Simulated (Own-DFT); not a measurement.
# Point defects and the pressure they add: C40 NbSi2

No measurement is shown. These are fixed-geometry runs of a retired plane-wave code named Own-DFT, which no person has reviewed; spin and spin-orbit coupling are neglected.

All runs used: PBE; PseudoDojo norm-conserving scalar-relativistic files; cutoff 42 hartree; 4 x 4 x 5 k mesh centred on Gamma; cold (Marzari-Vanderbilt) smearing of 0.2 eV.

Known weak points: forces on such cells failed a check on a denser k mesh; stress not checked against mesh or cutoff.

All runs share one cell, with vectors in Å (0.000, 8.324, 0.000); (-9.613, 0.000, 0.000); (0.000, 0.000, 6.586) and a volume of 527.0 Å³. Atoms were moved at random from their sites; u is the rms move along one axis. The defect's site can differ from row to row.

```
cell,formula,u (Å),P (GPa)
no defect,Nb12Si24,0.0195,1.50
no defect,Nb12Si24,0.0199,1.49
no defect,Nb12Si24,0.0542,3.06
two Si on a Nb site each,Nb10Si26,0.0309,1.62
two Si on a Nb site each,Nb10Si26,0.0319,1.72
two Si on a Nb site each,Nb10Si26,0.0486,2.60
one Si vacancy,Nb12Si23,0.0286,1.03
one Si vacancy,Nb12Si23,0.0292,?
one Si vacancy,Nb12Si23,0.0490,1.73
one Si vacancy,Nb12Si23,0.0492,1.69
two Nb on a Si site each,Nb14Si22,0.0282,7.62
two Nb on a Si site each,Nb14Si22,0.0483,8.00
two Nb on a Si site each,Nb14Si22,0.0538,8.64
```

## Fit

P = P0 + c u² + a shift for each defect gives P0 = 1.34 GPa, c = 545 ± 51 GPa/Å² and a scatter of 0.16 GPa. The shifts, and each times the cell's volume:

- two Nb on a Si site each: 5.65 ± 0.14 GPa, 18.6 eV (9.3 eV for each of its 2 sites)
- two Si on a Nb site each: -0.15 ± 0.13 GPa, -0.5 eV (-0.2 eV for each of its 2 sites) (not resolved)
- one Si vacancy: -0.89 ± 0.13 GPa, -2.9 eV

A positive shift means that the defect pushes the cell outwards. Shift times volume (160.2 GPa Å³ is 1 eV) depends little on the cell's size, so, taken for each site, it can be compared between cells at like pressure. The atoms around the defects weren't relaxed, which would change these numbers.

## Test on the hidden row

The question: what pressure belongs in the blank (one Si vacancy, u = 0.0292 Å)?

The fit gives 0.92 ± 0.19 GPa. DFT gave 0.90 GPa.
